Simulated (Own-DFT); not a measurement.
# Hybrid less PBE against volume: monoclinic HfO2, 94 atoms (Hf32O62), with two O vacancies

Calculated, not measured. Each geometry was run twice at fixed positions with Own-DFT, a retired in-house plane-wave program that no person has reviewed: with PBE, and with HSE06 (exact exchange share 0.25 at short range, screening 0.11 per bohr, Gygi-Baldereschi treatment of its divergence). Both used PseudoDojo norm-conserving files made for PBE, a cutoff of 48 hartree, the Gamma point alone, fixed occupations, a neutral cell and no spin. With Gamma alone and a thickness of 10.1 Å, finite-size errors remain in every number. The hafnium file keeps the 4f electrons in the core, and its forces lie about 75 meV/Å off all-electron values. The oxygen file's force components were 24 meV/Å off all-electron values in a glass.

Unstrained cell vectors in Å: (10.234, 0.000, 0.000); (0.000, 10.350, 0.000); (-1.695, 0.000, 10.445), volume V0 = 1106.4 Å³, from measured lattice constants. Each geometry has its own random strain of a few per cent, its own defect sites and random moves of rms u per axis. HSE06 gave the energy alone. D is its energy less that of PBE, over the lowest D shown. The PBE stress wasn't checked against mesh or cutoff.

| run | V - V0 (Å³) | u (Å) | P with PBE (GPa) | D (eV) |
|---|---|---|---|---|
| 1 | -2.3 | 0.0295 | 4.67 | 0.864 |
| 2 | -6.5 | 0.0492 | 6.73 | 1.010 |
| 3 | -18.9 | 0.0499 | 9.01 | 0.647 |
| 4 | 17.9 | 0.0311 | 0.48 | 1.379 |
| 5 | 1.9 | 0.0309 | 4.62 | 1.015 |
| 6 | -39.6 | 0.0298 | 13.45 | 0.000 |
| 7 | 31.7 | 0.0313 | -2.37 | 1.696 |
| 8 | -33.9 | 0.0495 | 14.89 | 0.175 |
| 9 | 17.7 | 0.0305 | 0.44 | 1.347 |
| 10 | 8.2 | 0.0483 | 3.34 | 1.226 |
| 11 | 3.9 | 0.0495 | 4.83 | ? |

## Fit

D = 0.86 + 0.0241 (V - V0) + 89 u² eV, with an error of 0.0008 on the volume slope, 25 on the last term and a scatter of 0.05 eV. Pressure is -dE/dV, and 1 eV/Å³ is 160.2 GPa, so HSE06 changes the pressure by -3.9 ± 0.1 GPa. With the ions held to the strained lattice, the PBE pressure falls by 259 ± 13 GPa per unit of volume strain; the shape of the strain isn't fitted, so the true error is larger, and a relaxed crystal would be softer. On that slope HSE06's volume at a given pressure is about 1.5 % smaller, or 0.5 % in lengths. At u = 0 and V0 the PBE pressure is 4.0 GPa, which puts the zero-pressure volume, against the measured cell and with the defects in, at +1.6 % for PBE and +0.1 % for HSE06, each good to a few tenths of a per cent.

## Withheld run

Asked: what D should run 11 give?

The fitted form gives 1.17 eV, with rows scattering by 0.05. DFT gave 1.121 eV.
